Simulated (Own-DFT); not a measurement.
# A change of arrangement and its cost: C36Si36, 72 atoms

The numbers are computed, not measured, by runs of the plane-wave DFT program Own-DFT (in-house, retired, unreviewed) at fixed positions, with no spin and no spin-orbit coupling.

Settings: PBE; PseudoDojo norm-conserving scalar-relativistic files; cutoff 42 hartree; 4 x 4 x 3 k mesh centred on Gamma; Fermi-Dirac smearing of 0.1 eV.

Keep in mind: forces on such cells passed a denser k mesh, each cell not checked; stress not checked against mesh or cutoff.

All cells hold the same atoms in the same cell, with vectors in Å (9.248, 0.000, 0.000); (-4.624, 8.009, 0.000); (0.000, 0.000, 10.068). Atoms are randomly off their ideal sites, by an rms of u per axis. Free energies are per cell, over the lowest run. The arrangements:

- A: 2H SiC
- B: 4H SiC

| arrangement | u (Å) | E (eV) | P (GPa) |
|---|---|---|---|
| A | 0.0279 | 0.035 | 3.81 |
| A | 0.0305 | 0.734 | 4.05 |
| A | 0.0307 | 0.568 | 3.96 |
| A | 0.0604 | 7.950 | 6.38 |
| A | 0.0609 | 8.158 | 6.51 |
| A | 0.0614 | 8.370 | 6.62 |
| B | 0.0289 | 0.000 | 3.71 |
| B | 0.0303 | 0.031 | 3.71 |
| B | 0.0323 | 0.677 | 3.96 |
| B | 0.0577 | 7.395 | 6.62 |
| B | 0.0593 | 7.035 | 5.96 |
| B | 0.0650 | 9.320 | 6.73 |

Question: which arrangement lies lowest after the energy of the random moves is removed?

## Solution

Fit E = a + b u², with one b for all and one a for each arrangement, and with residuals divided by u², since the noise grows with the moves. Then b = 2773 eV/Å², the scatter at u = 0.04 Å is 0.20 eV, and against A:

- B: -0.33 ± 0.09 eV (lower)

The cells share one lattice and weren't relaxed, which can shift such small differences either way.
